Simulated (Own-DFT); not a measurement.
# Stretching a layer in its plane: wurtzite GaN, 72 atoms (Ga36N36)

Source: density functional calculations with Own-DFT, an unreviewed in-house program that is no longer used. Nothing was measured or relaxed, and spin and spin-orbit coupling are left out.

Method: PBE; PseudoDojo norm-conserving scalar-relativistic files (stringent for Ga); cutoff 96 hartree; 4 x 4 x 3 k mesh centred on Gamma; Gaussian smearing of 0.01 eV.

Keep in mind: forces not confirmed at this smearing and k mesh; stress not checked against mesh or cutoff.

Unstrained cell vectors in Å: (9.567, 0.000, 0.000); (-4.784, 8.285, 0.000); (0.000, 0.000, 10.370). The unstrained cell has measured lattice constants (interpolated for alloys), not those of this functional. That, the random moves and any unrelaxed bonds set the pressure at no strain. Each run strains x and y alike by e, as a substrate would, and holds the height along z. Random moves of width 0.05 Å per axis were added to every atom. Stress is positive in tension.

| e (%) | u (Å) | (s_xx + s_yy)/2 (GPa) | s_zz (GPa) |
|---|---|---|---|
| -3.00 | 0.046 | -25.92 | -11.40 |
| -1.00 | 0.047 | -12.30 | -8.15 |
| -0.75 | 0.053 | -11.64 | -8.68 |
| -0.50 | 0.048 | -10.07 | -6.96 |
| 0.25 | 0.051 | ? | ? |
| 0.75 | 0.053 | -3.94 | -5.02 |
| 1.00 | 0.050 | -2.47 | -4.68 |
| 1.25 | 0.047 | -0.43 | -5.31 |
| 1.50 | 0.051 | -0.08 | -4.82 |
| 2.75 | 0.050 | 5.47 | -3.76 |

## Worked fit

With e as a fraction, the in-plane stress is -7.3 + 535 e - 2711 e² GPa (errors 9 and 481, scatter 0.44), and s_zz is -6.8 + 141 e GPa (slope ± 13, scatter 0.65). At e = 0 the first slope is C11 + C12 and the second 2 C13, both with the ions held to the strained lattice and at the cell's own pressure. The term in e² is negative: the layer stiffens under compression and softens under tension. A free layer would change its height as e changes, and the in-plane slope would drop by 2 C13²/C33 to the biaxial modulus. At fixed height, a misfit of 1 % moves the in-plane stress by about 5.4 GPa and s_zz by 1.4 GPa.

## Withheld run

Q: what are the two stresses at e = 0.25 %?

Estimate: -6.0 and -6.5 GPa. Computed: -4.97 and -7.88 GPa.
